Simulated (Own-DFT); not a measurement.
# Energy and forces against displacement in rutile TiO2, 72 atoms (O48Ti24)

Calculated results; nothing here was measured. The program, named Own-DFT, is a retired in-house plane-wave density functional code that no person has reviewed. Each row is one single-point run on a periodic cell that was not relaxed, without spin or spin-orbit coupling.

Settings of every run: PBE; PseudoDojo norm-conserving scalar-relativistic files; cutoff 72 hartree; 3 x 3 x 3 k mesh centred on Gamma; Fermi-Dirac smearing of 0.1 eV.

Known limits, some of them of some rows only: some atoms lie very close together; oxygen file: force components 24 meV/angstrom off all-electron in a glass; forces on such cells passed a denser k mesh, each cell not checked; stress not checked against mesh or cutoff.

Cell vectors in Å: (9.187, 0.000, 0.000); (0.000, 9.187, 0.000); (0.000, 0.000, 8.876). In each run every atom was moved at random and independently from its ideal site; u is the rms move along one axis. E is the free energy for each atom above the fitted value at u = 0, and F the rms of the force components.

```
run,u (Å),E (meV/atom),F (eV/Å),largest force (eV/Å),P (GPa)
1,0.0186,7.8,0.358,1.60,4.65
2,0.0214,9.6,0.411,1.68,4.86
3,0.0492,53.8,0.981,3.46,7.12
4,0.0529,?,?,?,?
5,0.0770,155.1,1.901,7.27,11.10
6,0.0793,126.1,1.505,5.75,10.01
7,0.0829,130.7,1.579,7.31,10.37
8,0.1222,390.6,3.649,19.66,20.86
```

## Worked fit

For small independent moves the energy grows as E = (3/2) K u², with K the mean stiffness felt by one atom. The runs with u up to 0.11 Å give K = 14.5 ± 1.1 eV/Å², with residuals divided by u² + 0.0006 Å², since the noise grows with the moves. The scatter is 7.8 meV/atom at u = 0.05 Å. The forces follow F = G u with G = 20.3 eV/Å²; no force at u = 0 is resolved. G exceeds K because the moves of its neighbours add to the force on an atom, and stiffness differs between atoms. The pressure follows P = 4.54 + 935 u² GPa: at fixed volume, shortened bonds push harder than stretched ones pull.

## Withheld run

Question: what energy and rms force should run 4 give?

The fit gives 61 ± 10 meV/atom and about 1.07 eV/Å. The calculation gave 65.0 meV/atom and 1.194 eV/Å.
